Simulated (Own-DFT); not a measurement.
# Reading a pressure off an energy slope: monoclinic HfO2, 94 atoms (Hf32O62), with two O vacancies

These are calculations. Each geometry was run twice at fixed positions with Own-DFT, a retired in-house plane-wave program that no person has reviewed: with PBE, and with HSE06 (exact exchange share 0.25 at short range, screening 0.11 per bohr, Gygi-Baldereschi treatment of its divergence). Both used PseudoDojo norm-conserving files made for PBE, a cutoff of 48 hartree, the Gamma point alone, fixed occupations, a neutral cell and no spin. The unstrained cell is 10.1 Å across at its thinnest, so Gamma alone is coarse and defects feel their images. The hafnium file keeps the 4f electrons in the core, and its forces lie about 75 meV/Å off all-electron values. The oxygen file's force components were 24 meV/Å off all-electron values in a glass.

Unstrained cell vectors in Å: (10.234, 0.000, 0.000); (0.000, 10.350, 0.000); (-1.696, 0.000, 10.445), volume V0 = 1106.4 Å³, from measured lattice constants. Each geometry has its own random strain of a few per cent, its own defect sites and random moves of rms u per axis. HSE06 gave the energy alone. D is its energy less that of PBE, over the lowest D shown. The PBE stress wasn't checked against mesh or cutoff.

| run | V - V0 (Å³) | u (Å) | P with PBE (GPa) | D (eV) |
|---|---|---|---|---|
| 1 | -47.1 | 0.0304 | 15.16 | 0.000 |
| 2 | -9.3 | 0.0502 | 6.27 | 1.170 |
| 3 | 0.0 | 0.0451 | 4.59 | 1.191 |
| 4 | -25.7 | 0.0520 | 11.56 | 0.700 |
| 5 | -32.9 | 0.0496 | 12.76 | 0.428 |
| 6 | 6.9 | 0.0292 | 2.95 | 1.222 |
| 7 | -38.9 | 0.0495 | 15.28 | 0.378 |
| 8 | -15.2 | 0.0274 | 8.13 | 0.702 |
| 9 | -44.2 | 0.0460 | 15.95 | 0.127 |
| 10 | -24.0 | 0.0313 | 9.38 | 0.586 |
| 11 | -6.0 | 0.0290 | 5.21 | ? |

## Worked fit

D = 0.99 + 0.0239 (V - V0) + 120 u² eV, with an error of 0.0011 on the volume slope, 26 on the last term and a scatter of 0.06 eV. Pressure is -dE/dV, and 1 eV/Å³ is 160.2 GPa, so HSE06 changes the pressure by -3.8 ± 0.2 GPa. With the ions held to the strained lattice, the PBE pressure falls by 272 ± 13 GPa per unit of volume strain; the shape of the strain isn't fitted, so the true error is larger, and a relaxed crystal would be softer. On that slope HSE06's volume at a given pressure is about 1.4 % smaller, or 0.5 % in lengths. At u = 0 and V0 the PBE pressure is 3.6 GPa, which puts the zero-pressure volume, against the measured cell and with the defects in, at +1.3 % for PBE and -0.1 % for HSE06, each good to a few tenths of a per cent.

## Test on the hidden row

Question: what D should run 11 give?

From the fit: 0.95 eV, with rows scattering by 0.06. The calculation gave 0.894 eV.
